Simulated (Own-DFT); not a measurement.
# Computed records: TiSi$_{2}$ (C49 TiSi2 crystal, atoms displaced)

All values are calculated (Own-DFT development build). A calculation, not a measurement: plane-wave density functional theory by an unreviewed code, no spin, of a simulated periodic cell, stress positive in tension, run twice, with PBE and with PBEsol, both on files made for PBE, so the change isn't that of files made for PBEsol, forces on such cells moved up to 12 meV/angstrom on a denser k mesh; the far tail of each file's local potential was reset to the Coulomb form; each entry is a single point on an unrelaxed cell, so the pressure reflects the starting lattice, taken from the Materials Project, from which strain is counted, and rises with the displacements; printed positions are rounded, which can move forces by about a meV/angstrom; the program, named Own-DFT, is a retired in-house code; no spin-orbit coupling; stress was not checked against mesh or cutoff.

Settings shared by all entries: functional PBE, then PBEsol; potential files PseudoDojo norm-conserving, scalar-relativistic, standard set; wave cutoff 42 hartree; occupations cold (Marzari-Vanderbilt); smearing width 0.2 eV; k mesh 4 x 4 x 4 centred on Gamma.

(1) TiSi$_{2}$ (C49 TiSi2 crystal, atoms displaced)

```
CELL_PARAMETERS angstrom
5.29530 -6.75930 3.56520
7.06040 0.00000 -7.13030
5.29530 6.75930 3.56520
ATOMIC_POSITIONS crystal
Ti 0.94061 0.93242 0.13992
Ti 0.85634 0.88903 0.65318
Si 0.60434 0.93574 0.49824
Si 0.21359 0.86479 0.31375
Si 0.91215 0.00626 0.41196
Si 0.90907 0.76856 0.41595
Ti 0.94887 0.42053 0.14742
Ti 0.85210 0.36226 0.63879
Si 0.60769 0.42246 0.49706
Si 0.19635 0.36136 0.29646
Si 0.89660 0.52094 0.37710
Si 0.89802 0.26183 0.40005
Ti 0.73606 0.72135 0.95037
Ti 0.66162 0.67480 0.43401
Si 0.40973 0.73395 0.28347
Si 0.98553 0.67827 0.10159
Si 0.69461 0.82373 0.18507
Si 0.68641 0.58010 0.18362
Ti 0.53165 0.03395 0.75727
Ti 0.46459 0.96769 0.25979
Si 0.19886 0.02592 0.07935
Si 0.79324 0.95952 0.91828
Si 0.50213 0.13038 0.99548
Si 0.49799 0.85703 0.98761
Ti 0.73942 0.25330 0.94721
Ti 0.65006 0.16568 0.44884
Si 0.41293 0.22865 0.27248
Si 0.00888 0.18224 0.09469
Si 0.68451 0.33257 0.19688
Si 0.68617 0.07698 0.16857
Ti 0.54738 0.51987 0.74875
Ti 0.44807 0.49060 0.24407
Si 0.21331 0.53772 0.08000
Si 0.80858 0.47285 0.91299
Si 0.53098 0.64134 0.01845
Si 0.51166 0.36529 0.00602
Ti 0.33486 0.81940 0.54991
Ti 0.24940 0.76213 0.04481
Si 0.99686 0.81750 0.89314
Si 0.57301 0.77698 0.69424
Si 0.32257 0.92907 0.81904
Si 0.30215 0.66718 0.78416
Ti 0.33970 0.33039 0.55304
Ti 0.25274 0.28599 0.03642
Si 0.02556 0.32412 0.89794
Si 0.60497 0.26178 0.71444
Si 0.28766 0.42790 0.79841
Si 0.30257 0.17268 0.77366
Ti 0.16476 0.60668 0.35470
Ti 0.04875 0.57827 0.82967
Si 0.80072 0.61340 0.70160
Si 0.37984 0.56463 0.48791
Si 0.10155 0.72694 0.59199
Si 0.09686 0.48190 0.60376
Ti 0.14265 0.12866 0.35412
Ti 0.05772 0.07186 0.84637
Si 0.77636 0.14021 0.69330
Si 0.38942 0.07330 0.51262
Si 0.10751 0.22098 0.59372
Si 0.11709 0.97407 0.58929
```

- PBE pressure: 8.26 GPa
- PBE stress xx: -6.6 GPa
- PBE stress yy: -7.75 GPa
- PBE stress zz: -10.42 GPa
- PBE stress yz: 1.8 GPa
- PBE stress xz: -1.21 GPa
- PBE stress xy: 0.55 GPa
- PBEsol pressure: 4.95 GPa
- PBEsol stress xx: -3.18 GPa
- PBEsol stress yy: -4.18 GPa
- PBEsol stress zz: -7.48 GPa
- PBEsol stress yz: 1.84 GPa
- PBEsol stress xz: -1.22 GPa
- PBEsol stress xy: 0.53 GPa
- rms change of force components from PBE to PBEsol: 0.029 eV/Å

Force:
```csv
force element,PBE force x (eV/Å),PBE force y (eV/Å),PBE force z (eV/Å),PBEsol force x (eV/Å),PBEsol force y (eV/Å),PBEsol force z (eV/Å)
Ti,1.276,0.436,1.696,1.248,0.391,1.678
Ti,-1.784,0.221,0.596,-1.778,0.222,0.596
Si,-0.763,-0.799,1.754,-0.744,-0.876,1.73
Si,-1.437,1.152,-3.654,-1.408,1.219,-3.651
Si,-0.137,-0.358,-1.938,-0.141,-0.349,-1.966
Si,-1.616,-0.574,-0.954,-1.659,-0.553,-0.962
Ti,0.693,0.363,-0.234,0.67,0.332,-0.236
Ti,1.868,0.073,-0.713,1.843,0.122,-0.711
Si,-0.515,-0.213,-0.515,-0.5,-0.256,-0.503
Si,1.02,0.307,-1.321,1.006,0.363,-1.34
Si,0.759,0.73,0.724,0.753,0.719,0.726
Si,-0.094,-0.167,-0.58,-0.092,-0.166,-0.574
Ti,0.987,-3.1,-0.051,0.988,-3.055,-0.042
Ti,0.186,1.262,0.032,0.167,1.269,0.02
Si,-0.177,-1.165,2.185,-0.18,-1.232,2.213
Si,0.306,0.733,1.576,0.299,0.786,1.582
Si,1.47,0.363,0.419,1.477,0.366,0.436
Si,3.704,0.135,4.971,3.734,0.138,4.995
Ti,0.109,-2.567,2.159,0.101,-2.563,2.134
Ti,-0.779,-0.534,-2.167,-0.768,-0.511,-2.14
Si,1.05,-0.487,2.405,1.021,-0.535,2.41
Si,-0.114,-0.035,-3.141,-0.122,0.005,-3.135
Si,-1.399,0.669,-0.923,-1.46,0.656,-0.941
Si,3.502,0.685,-1.457,3.547,0.658,-1.469
Ti,-1.011,-0.616,3.71,-1.018,-0.607,3.679
Ti,0.542,-0.712,-1.636,0.552,-0.662,-1.611
Si,0.429,0.285,1.114,0.422,0.24,1.131
Si,-0.77,2.465,0.507,-0.752,2.537,0.501
Si,1.169,-0.248,1.661,1.182,-0.249,1.676
Si,2.122,0.252,1.973,2.161,0.245,2.007
Ti,0.154,0.132,0.021,0.156,0.092,0.03
Ti,-1.051,-0.755,1.221,-1.031,-0.739,1.2
Si,-1.798,0.658,1.527,-1.773,0.616,1.532
Si,-0.394,0.331,-1.243,-0.383,0.402,-1.215
Si,-8.165,1.89,-1.698,-8.22,1.873,-1.702
Si,-0.671,0.756,-2.844,-0.671,0.737,-2.882
Ti,1.383,-1.491,1.042,1.368,-1.503,1.024
Ti,1.943,-0.813,-1.902,1.948,-0.792,-1.882
Si,0.766,-1.679,-0.322,0.758,-1.751,-0.325
Si,0.871,-0.148,1.525,0.852,-0.09,1.531
Si,-3.559,1.349,-1.936,-3.584,1.339,-1.963
Si,0.935,0.759,0.092,0.96,0.745,0.084
Ti,-0.535,-1.265,0.907,-0.535,-1.259,0.896
Ti,0.313,-0.026,1.659,0.306,0.015,1.644
Si,-1.698,-1.09,-2.401,-1.669,-1.151,-2.41
Si,-0.061,5.354,-8.014,-0.052,5.444,-8.051
Si,0.402,-0.988,0.753,0.398,-0.972,0.781
Si,1.248,1.99,0.034,1.273,1.954,0.041
Ti,-1.63,1.317,-3.41,-1.6,1.281,-3.384
Ti,1.221,1.286,0.933,1.212,1.29,0.947
Si,-0.276,-0.941,-2.074,-0.279,-0.986,-2.079
Si,3.429,-0.128,1.359,3.375,-0.082,1.339
Si,0.411,0.422,0.522,0.441,0.412,0.537
Si,-1.625,-0.85,-0.023,-1.633,-0.844,-0.026
Ti,-1.165,-1.596,0.981,-1.151,-1.589,0.98
Ti,-0.909,-0.235,-0.953,-0.882,-0.207,-0.944
Si,0.057,-5.518,8.38,0.042,-5.609,8.413
Si,-0.268,-0.075,-1.327,-0.266,-0.036,-1.339
Si,-0.272,1.029,-0.97,-0.276,1.015,-0.995
Si,0.35,1.77,-0.037,0.367,1.742,-0.012
```

(2) TiSi$_{2}$ (C49 TiSi2 crystal, atoms displaced)

```
CELL_PARAMETERS angstrom
5.29530 -6.75930 3.56520
7.06040 0.00000 -7.13030
5.29530 6.75930 3.56520
ATOMIC_POSITIONS crystal
Ti 0.95473 0.92686 0.17067
Ti 0.85579 0.87285 0.64187
Si 0.59144 0.91846 0.49282
Si 0.18621 0.87744 0.30673
Si 0.88239 0.03759 0.40767
Si 0.89935 0.76365 0.39354
Ti 0.94864 0.41402 0.18188
Ti 0.82582 0.36899 0.65092
Si 0.60261 0.42459 0.49514
Si 0.15916 0.37208 0.30197
Si 0.87148 0.53422 0.37514
Si 0.90044 0.27154 0.40221
Ti 0.74544 0.72310 0.97237
Ti 0.64956 0.67142 0.44813
Si 0.41333 0.73871 0.28115
Si 0.99146 0.66698 0.09382
Si 0.69848 0.80540 0.22667
Si 0.70894 0.58249 0.20108
Ti 0.55139 0.01811 0.74856
Ti 0.44307 0.96017 0.24486
Si 0.22161 0.01112 0.11066
Si 0.79356 0.97270 0.91777
Si 0.50627 0.13752 0.01655
Si 0.49526 0.88502 0.99154
Ti 0.75184 0.22100 0.96199
Ti 0.65009 0.18264 0.42983
Si 0.42015 0.22304 0.28673
Si 0.96815 0.17527 0.12260
Si 0.70642 0.30653 0.19088
Si 0.68732 0.06509 0.17418
Ti 0.56088 0.50620 0.76681
Ti 0.46159 0.48012 0.25326
Si 0.21115 0.52683 0.08645
Si 0.76815 0.48832 0.91883
Si 0.51704 0.63201 0.97752
Si 0.49485 0.37314 0.98099
Ti 0.33565 0.81093 0.55852
Ti 0.25820 0.77391 0.05351
Si 0.03141 0.82424 0.90182
Si 0.58706 0.77710 0.72505
Si 0.29246 0.93738 0.78860
Si 0.30208 0.67719 0.79650
Ti 0.33171 0.32057 0.55414
Ti 0.24041 0.28414 0.05864
Si 0.02752 0.32276 0.89871
Si 0.58959 0.27808 0.71479
Si 0.31559 0.43483 0.79585
Si 0.31011 0.16751 0.80408
Ti 0.15931 0.63256 0.35088
Ti 0.05343 0.56735 0.85834
Si 0.82426 0.62664 0.69193
Si 0.37950 0.58098 0.49577
Si 0.08520 0.74832 0.59140
Si 0.09605 0.47990 0.59200
Ti 0.16649 0.11595 0.35754
Ti 0.06263 0.07398 0.84621
Si 0.79915 0.11508 0.71151
Si 0.37956 0.06957 0.51179
Si 0.09334 0.22303 0.61845
Si 0.09784 0.95397 0.58884
```

* PBE pressure: 7.12 GPa
* PBE stress xx: -8.29 GPa
* PBE stress yy: -4.1 GPa
* PBE stress zz: -8.97 GPa
* PBE stress yz: -0.83 GPa
* PBE stress xz: -1.23 GPa
* PBE stress xy: 0.84 GPa
* PBEsol pressure: 3.8 GPa
* PBEsol stress xx: -4.9 GPa
* PBEsol stress yy: -0.58 GPa
* PBEsol stress zz: -5.92 GPa
* PBEsol stress yz: -0.88 GPa
* PBEsol stress xz: -1.23 GPa
* PBEsol stress xy: 0.83 GPa
* rms change of force components from PBE to PBEsol: 0.025 eV/Å

Force:
```csv
force element,PBE force x (eV/Å),PBE force y (eV/Å),PBE force z (eV/Å),PBEsol force x (eV/Å),PBEsol force y (eV/Å),PBEsol force z (eV/Å)
Ti,-2.363,-0.283,-0.835,-2.35,-0.303,-0.822
Ti,0.192,1.71,-0.371,0.198,1.693,-0.36
Si,0.835,-0.416,0.246,0.818,-0.471,0.256
Si,0.476,0.928,2.141,0.471,0.988,2.156
Si,-0.81,-1.228,1.1,-0.848,-1.202,1.107
Si,1.519,0.204,-0.11,1.556,0.196,-0.124
Ti,-3.615,-2.052,-4.495,-3.592,-2.039,-4.478
Ti,2.378,-2.084,1.02,2.346,-2.025,1.009
Si,-0.571,0.018,-0.475,-0.565,-0.04,-0.471
Si,4.071,-1.405,3.268,4.023,-1.378,3.259
Si,3.259,0.895,4.294,3.25,0.892,4.337
Si,0.665,0.729,0.205,0.674,0.723,0.162
Ti,0.506,-2.243,-1.609,0.486,-2.227,-1.591
Ti,0.464,1.26,0.56,0.444,1.217,0.545
Si,-1.753,0.672,2.711,-1.743,0.63,2.689
Si,1.613,0.901,0.708,1.58,0.967,0.71
Si,0.346,-1.207,-3.036,0.331,-1.18,-3.06
Si,-4.095,0.798,-1.017,-4.148,0.78,-1.032
Ti,0.812,0.704,-0.873,0.801,0.694,-0.86
Ti,4.065,-1.307,-0.866,4.029,-1.282,-0.866
Si,-1.031,-0.421,-4.382,-1.015,-0.469,-4.381
Si,0.06,0.223,1.432,0.056,0.28,1.449
Si,-3.26,0.346,-1.363,-3.28,0.35,-1.374
Si,0.002,0.171,0.589,0.02,0.175,0.604
Ti,-1.16,-0.981,-1.499,-1.18,-0.948,-1.49
Ti,0.485,1.852,1.477,0.498,1.842,1.469
Si,-0.69,1.118,-0.976,-0.684,1.099,-0.977
Si,1.257,-1.416,1.368,1.249,-1.39,1.369
Si,1.088,1.296,-0.905,1.099,1.286,-0.912
Si,2.403,0.689,3.094,2.432,0.673,3.132
Ti,-0.786,-0.958,-4.33,-0.787,-0.937,-4.285
Ti,-1.39,-0.285,-0.616,-1.365,-0.244,-0.61
Si,0.998,0.23,1.031,0.991,0.175,1.039
Si,1.12,-1.632,2.992,1.104,-1.604,2.984
Si,-0.166,2.707,0.424,-0.152,2.676,0.446
Si,2.169,1.459,0.866,2.205,1.427,0.858
Ti,1.484,-1.56,-1.07,1.47,-1.552,-1.1
Ti,-0.539,-0.865,0.011,-0.524,-0.826,0.002
Si,-1.228,0.067,-1.66,-1.199,0.011,-1.663
Si,-1.016,-0.932,0.777,-0.995,-0.893,0.778
Si,-0.197,-0.024,1.417,-0.219,-0.023,1.422
Si,-0.006,0.574,0.285,-0.004,0.567,0.252
Ti,0.784,-1.022,0.005,0.783,-1.023,0.013
Ti,-0.19,-2.106,2.021,-0.18,-2.081,2.003
Si,-1.765,1.121,-1.157,-1.736,1.089,-1.153
Si,-1.831,0.083,0.827,-1.789,0.119,0.816
Si,-2.051,1.182,-0.694,-2.08,1.161,-0.695
Si,0.592,0.363,-0.957,0.603,0.357,-0.973
Ti,-2.551,1.455,-0.681,-2.518,1.434,-0.686
Ti,0.011,-1.006,-1.058,0.039,-0.971,-1.046
Si,-0.908,0.809,-0.059,-0.901,0.768,-0.061
Si,0.647,-0.449,2.307,0.634,-0.41,2.274
Si,-3.135,-0.178,4.473,-3.148,-0.18,4.508
Si,-0.063,0.56,0.216,-0.054,0.537,0.21
Ti,-1.401,1.754,-2.2,-1.406,1.719,-2.189
Ti,-0.097,1.675,0.291,-0.103,1.667,0.295
Si,-0.081,-1.47,-1.232,-0.082,-1.528,-1.245
Si,1.064,-0.588,0.693,1.049,-0.534,0.664
Si,-0.373,-0.759,-0.785,-0.378,-0.748,-0.752
Si,3.758,0.325,-3.536,3.789,0.315,-3.562
```

(3) TiSi$_{2}$ (C49 TiSi2 crystal, atoms displaced)

```
CELL_PARAMETERS angstrom
5.29530 -6.75930 3.56520
7.06040 0.00000 -7.13030
5.29530 6.75930 3.56520
ATOMIC_POSITIONS crystal
Ti 0.95443 0.92184 0.14720
Ti 0.85745 0.86872 0.63773
Si 0.59699 0.92509 0.47881
Si 0.19929 0.88345 0.30808
Si 0.90406 0.02897 0.39359
Si 0.90014 0.79340 0.40550
Ti 0.93821 0.41320 0.14685
Ti 0.86081 0.36930 0.65446
Si 0.60728 0.41971 0.49635
Si 0.20130 0.37138 0.30799
Si 0.92039 0.52220 0.42923
Si 0.91681 0.26223 0.40204
Ti 0.74430 0.71800 0.95740
Ti 0.65070 0.66222 0.43688
Si 0.40117 0.72872 0.29026
Si 0.97393 0.65711 0.08979
Si 0.69871 0.82955 0.19227
Si 0.70052 0.57715 0.19333
Ti 0.54719 0.00565 0.75797
Ti 0.46365 0.96424 0.22092
Si 0.19905 0.02139 0.10044
Si 0.78447 0.98209 0.92225
Si 0.51130 0.13083 0.00360
Si 0.51582 0.86242 0.00432
Ti 0.75415 0.20888 0.95191
Ti 0.66094 0.20072 0.44822
Si 0.41918 0.22062 0.29946
Si 0.99715 0.16790 0.10993
Si 0.69247 0.32859 0.18356
Si 0.69797 0.08265 0.21054
Ti 0.53725 0.49983 0.75312
Ti 0.44214 0.47176 0.24547
Si 0.21173 0.53989 0.09095
Si 0.79369 0.46915 0.90957
Si 0.51820 0.61199 0.99845
Si 0.50623 0.37000 0.98314
Ti 0.35061 0.80618 0.55745
Ti 0.27466 0.75968 0.05128
Si 0.00265 0.80805 0.90230
Si 0.59660 0.75774 0.72960
Si 0.31252 0.91364 0.78886
Si 0.32041 0.66712 0.80337
Ti 0.35395 0.30456 0.55264
Ti 0.25185 0.28583 0.04293
Si 0.02715 0.32855 0.87276
Si 0.57247 0.30867 0.70704
Si 0.27361 0.42074 0.80299
Si 0.28507 0.17640 0.77624
Ti 0.14131 0.63165 0.37113
Ti 0.04073 0.55902 0.83582
Si 0.80403 0.62582 0.70164
Si 0.39818 0.57477 0.52262
Si 0.07676 0.73689 0.59920
Si 0.10256 0.47662 0.61708
Ti 0.15990 0.10377 0.37408
Ti 0.06506 0.07350 0.85601
Si 0.80739 0.11645 0.68846
Si 0.39997 0.06717 0.51904
Si 0.09077 0.19330 0.61815
Si 0.08473 0.95034 0.58083
```

* PBE pressure: 8.17 GPa
* PBE stress xx: -8.12 GPa
* PBE stress yy: -7.11 GPa
* PBE stress zz: -9.29 GPa
* PBE stress yz: -0.26 GPa
* PBE stress xz: 1.03 GPa
* PBE stress xy: -0.62 GPa
* PBEsol pressure: 4.86 GPa
* PBEsol stress xx: -4.72 GPa
* PBEsol stress yy: -3.58 GPa
* PBEsol stress zz: -6.28 GPa
* PBEsol stress yz: -0.26 GPa
* PBEsol stress xz: 1.02 GPa
* PBEsol stress xy: -0.61 GPa
* rms change of force components from PBE to PBEsol: 0.027 eV/Å

Force:
```csv
force element,PBE force x (eV/Å),PBE force y (eV/Å),PBE force z (eV/Å),PBEsol force x (eV/Å),PBEsol force y (eV/Å),PBEsol force z (eV/Å)
Ti,-0.18,0.986,0.584,-0.166,0.962,0.565
Ti,0.243,3.436,-1.245,0.24,3.382,-1.218
Si,0.518,-0.522,1.723,0.5,-0.573,1.756
Si,-1.388,0.809,1.882,-1.366,0.885,1.886
Si,-0.465,0.424,-0.72,-0.455,0.418,-0.716
Si,-2.877,-0.926,0.343,-2.885,-0.919,0.351
Ti,1.708,-0.364,0.635,1.688,-0.388,0.603
Ti,-0.999,0.27,-0.779,-0.978,0.278,-0.776
Si,0.823,-1.348,-2.268,0.805,-1.421,-2.26
Si,-0.462,0.521,-0.615,-0.453,0.552,-0.615
Si,-2.03,-0.175,-1.348,-2.04,-0.166,-1.375
Si,0.789,0.201,-1.456,0.781,0.201,-1.487
Ti,0.206,-1.478,-0.341,0.198,-1.481,-0.325
Ti,1.89,0.576,-0.559,1.875,0.607,-0.566
Si,0.062,-0.06,2.064,0.057,-0.119,2.071
Si,2.32,1.015,1.926,2.258,1.094,1.93
Si,0.781,-0.23,1.451,0.782,-0.221,1.448
Si,0.565,0.531,1.358,0.594,0.523,1.37
Ti,1.326,-1.23,-1.189,1.299,-1.239,-1.175
Ti,1.836,3.075,-0.574,1.814,3.063,-0.548
Si,0.548,-2.231,0.093,0.53,-2.305,0.097
Si,-1.824,-0.897,1.396,-1.796,-0.85,1.392
Si,-1.715,0.196,0.052,-1.741,0.197,0.072
Si,-1.193,-0.04,-1.538,-1.194,-0.036,-1.554
Ti,1.737,0.094,-2.181,1.732,0.109,-2.173
Ti,-2.833,-0.14,2.56,-2.824,-0.128,2.543
Si,-1.091,-0.208,-0.282,-1.063,-0.252,-0.275
Si,0.42,0.264,-1.16,0.404,0.308,-1.201
Si,0.85,0.403,0.548,0.877,0.396,0.565
Si,-0.456,-0.624,0.182,-0.472,-0.614,0.183
Ti,6.871,0.405,-5.138,6.833,0.398,-5.123
Ti,1.307,-0.924,0.39,1.292,-0.907,0.389
Si,-2.031,0.513,1.236,-1.999,0.447,1.247
Si,-0.945,-0.083,0.574,-0.931,-0.045,0.593
Si,-0.619,1.063,-0.499,-0.617,1.055,-0.508
Si,-0.081,1.55,0.324,-0.099,1.525,0.282
Ti,1.164,-0.112,-1.542,1.151,-0.119,-1.547
Ti,0.023,0.304,-2.765,0.04,0.316,-2.739
Si,0.727,-1.391,-1.845,0.721,-1.444,-1.867
Si,-1.278,-0.132,-2.114,-1.261,-0.075,-2.138
Si,0.27,1.544,-0.124,0.28,1.52,-0.133
Si,-0.925,1.028,-0.365,-0.941,1.003,-0.366
Ti,0.753,0.843,-2.452,0.754,0.807,-2.426
Ti,-0.36,0.385,1.637,-0.368,0.393,1.614
Si,-1.095,1.754,1.886,-1.087,1.731,1.876
Si,-5.115,-1.238,8.443,-5.081,-1.181,8.421
Si,1.697,-1.876,1.4,1.734,-1.846,1.424
Si,1.976,0.141,2.569,1.999,0.133,2.597
Ti,-0.893,-1.928,0.182,-0.868,-1.927,0.184
Ti,3.848,1.099,-1.102,3.793,1.112,-1.075
Si,-1.404,-1.158,0.05,-1.376,-1.238,0.073
Si,-2.362,-0.539,-0.46,-2.326,-0.492,-0.461
Si,-1.131,-1.033,4.584,-1.153,-1.011,4.626
Si,-1.664,-1.848,-0.648,-1.668,-1.823,-0.654
Ti,0.393,-0.929,-2.816,0.369,-0.916,-2.797
Ti,-1.901,0.971,0.414,-1.87,0.987,0.38
Si,0.691,0.614,0.074,0.681,0.581,0.053
Si,-0.705,0.339,0.05,-0.693,0.426,0.02
Si,-0.655,-1.269,-1.831,-0.66,-1.247,-1.842
Si,4.33,-0.422,-0.656,4.349,-0.43,-0.67
```

(4) TiSi$_{2}$ (C49 TiSi2 crystal, atoms displaced)

```
CELL_PARAMETERS angstrom
5.29530 -6.75930 3.56520
7.06040 0.00000 -7.13030
5.29530 6.75930 3.56520
ATOMIC_POSITIONS crystal
Ti 0.94723 0.91439 0.16030
Ti 0.84514 0.87887 0.65280
Si 0.60865 0.92014 0.51274
Si 0.19066 0.87843 0.30178
Si 0.90947 0.01902 0.42337
Si 0.90229 0.77951 0.39483
Ti 0.95374 0.42922 0.13352
Ti 0.85332 0.36366 0.66219
Si 0.60022 0.41738 0.49078
Si 0.18156 0.38561 0.30100
Si 0.92185 0.53037 0.37520
Si 0.88493 0.28233 0.38615
Ti 0.74016 0.74629 0.95008
Ti 0.67289 0.68845 0.43809
Si 0.39429 0.72308 0.30975
Si 0.99547 0.68930 0.10985
Si 0.69727 0.81493 0.19797
Si 0.71138 0.57513 0.19974
Ti 0.54450 0.03197 0.74440
Ti 0.46610 0.95468 0.23261
Si 0.19786 0.02300 0.10146
Si 0.79007 0.98809 0.89463
Si 0.51016 0.15082 0.00987
Si 0.48488 0.86417 0.01011
Ti 0.74642 0.23438 0.96101
Ti 0.65692 0.16428 0.42805
Si 0.43269 0.20586 0.29684
Si 0.99169 0.16149 0.12385
Si 0.70827 0.31732 0.20832
Si 0.71420 0.07156 0.18748
Ti 0.54944 0.53522 0.75695
Ti 0.45050 0.50469 0.24017
Si 0.19508 0.51618 0.08435
Si 0.77652 0.47660 0.91266
Si 0.51601 0.62912 0.99697
Si 0.50261 0.37178 0.98754
Ti 0.34039 0.84065 0.54352
Ti 0.26445 0.77237 0.04185
Si 0.00925 0.81124 0.89224
Si 0.60671 0.78013 0.70139
Si 0.30323 0.93623 0.79754
Si 0.32154 0.67334 0.79948
Ti 0.34920 0.31186 0.56203
Ti 0.28490 0.27041 0.04390
Si 0.00397 0.31072 0.90362
Si 0.57713 0.28893 0.73218
Si 0.31752 0.42417 0.79807
Si 0.30872 0.16557 0.81791
Ti 0.13261 0.64048 0.35679
Ti 0.04291 0.58656 0.85556
Si 0.80269 0.62668 0.71573
Si 0.40470 0.56897 0.50944
Si 0.11240 0.72113 0.58519
Si 0.11015 0.46468 0.59829
Ti 0.12950 0.13732 0.35048
Ti 0.06236 0.07575 0.84617
Si 0.81207 0.13967 0.68878
Si 0.39248 0.08140 0.51015
Si 0.09378 0.23806 0.59043
Si 0.09688 0.97974 0.58999
```

* PBE pressure: 7.98 GPa
* PBE stress xx: -6.62 GPa
* PBE stress yy: -8.97 GPa
* PBE stress zz: -8.36 GPa
* PBE stress yz: -0.21 GPa
* PBE stress xz: 0.43 GPa
* PBE stress xy: 0.05 GPa
* PBEsol pressure: 4.67 GPa
* PBEsol stress xx: -3.19 GPa
* PBEsol stress yy: -5.42 GPa
* PBEsol stress zz: -5.41 GPa
* PBEsol stress yz: -0.24 GPa
* PBEsol stress xz: 0.44 GPa
* PBEsol stress xy: 0.02 GPa
* rms change of force components from PBE to PBEsol: 0.028 eV/Å

Force:
```csv
force element,PBE force x (eV/Å),PBE force y (eV/Å),PBE force z (eV/Å),PBEsol force x (eV/Å),PBEsol force y (eV/Å),PBEsol force z (eV/Å)
Ti,0.735,-0.965,-1.857,0.742,-0.978,-1.829
Ti,0.834,-1.254,0.782,0.816,-1.205,0.763
Si,-0.969,-2.306,-3.433,-0.952,-2.379,-3.46
Si,0.637,1.022,0.298,0.621,1.099,0.309
Si,-1.824,-0.442,-2.087,-1.844,-0.428,-2.131
Si,0.44,0.756,0.076,0.419,0.738,0.078
Ti,-0.129,1.82,0.659,-0.117,1.807,0.669
Ti,1.178,-1.161,-2.786,1.173,-1.124,-2.748
Si,0.685,-0.893,0.889,0.664,-0.953,0.916
Si,0.747,-0.189,1.682,0.734,-0.141,1.706
Si,-0.537,2.337,0.364,-0.501,2.293,0.351
Si,1.822,-0.192,1.535,1.824,-0.19,1.578
Ti,-0.523,-0.938,1.577,-0.537,-0.969,1.583
Ti,-1.834,2.485,1.351,-1.824,2.491,1.318
Si,0.629,-1.526,-0.846,0.626,-1.599,-0.86
Si,-1.542,0.367,1.416,-1.513,0.425,1.419
Si,1.077,-0.79,-0.74,1.084,-0.775,-0.755
Si,-0.619,0.158,-0.12,-0.629,0.163,-0.121
Ti,0.84,0.269,0.535,0.807,0.231,0.529
Ti,2.375,2.788,-1.351,2.359,2.792,-1.346
Si,0.315,-2.163,-0.142,0.307,-2.246,-0.149
Si,0.587,0.349,1.138,0.564,0.396,1.155
Si,-2.59,-0.786,3.136,-2.613,-0.767,3.146
Si,0.847,-2.792,-0.9,0.878,-2.75,-0.911
Ti,-0.592,-1.524,0.67,-0.586,-1.519,0.646
Ti,2.597,1.47,1.232,2.586,1.467,1.219
Si,-1.158,-0.011,-3.217,-1.15,-0.073,-3.22
Si,-0.517,0.336,-2.295,-0.514,0.407,-2.294
Si,-1.182,-0.166,-2.201,-1.229,-0.168,-2.219
Si,-0.235,0.982,0.689,-0.22,0.969,0.716
Ti,-0.772,-1.285,0.02,-0.764,-1.271,0.044
Ti,-2.208,-0.287,2.645,-2.175,-0.262,2.628
Si,1.746,-1.258,-0.246,1.71,-1.315,-0.272
Si,1.316,-0.245,0.747,1.292,-0.204,0.778
Si,-0.454,0.851,0.182,-0.463,0.842,0.194
Si,3.195,0.414,-1.218,3.22,0.411,-1.223
Ti,0.067,-0.045,1.786,0.056,-0.066,1.78
Ti,-0.97,1.881,-0.072,-0.945,1.887,-0.067
Si,1.898,-0.522,-2.952,1.866,-0.57,-2.956
Si,-0.662,3.024,0.471,-0.64,3.097,0.488
Si,-0.956,-0.057,0.751,-0.982,-0.056,0.751
Si,-0.571,0.974,-1.364,-0.556,0.959,-1.367
Ti,0.654,-0.81,-1.586,0.659,-0.809,-1.571
Ti,-0.954,3.905,-1.299,-0.946,3.864,-1.296
Si,1.04,-0.495,-0.914,1.021,-0.526,-0.93
Si,-0.971,-1.091,0.795,-0.951,-1.062,0.802
Si,-0.825,1.014,-0.917,-0.839,1,-0.906
Si,-0.213,-0.734,-1.143,-0.198,-0.722,-1.164
Ti,-0.172,-3.397,1.82,-0.162,-3.38,1.787
Ti,-2,-2.133,1.89,-1.968,-2.066,1.878
Si,-0.802,-2.279,0.104,-0.775,-2.335,0.109
Si,0.002,1.354,-0.813,0.001,1.421,-0.808
Si,1.215,2.23,0.209,1.206,2.19,0.205
Si,0.953,0.834,-1.092,0.964,0.817,-1.107
Ti,1.119,-1.247,2.011,1.096,-1.235,2.015
Ti,-0.931,0.91,0.144,-0.918,0.925,0.13
Si,-1.668,0.378,0.721,-1.648,0.326,0.692
Si,-1.15,0.301,0.431,-1.124,0.376,0.447
Si,-0.54,0.412,1.367,-0.558,0.406,1.392
Si,1.516,0.36,1.465,1.547,0.344,1.488
```
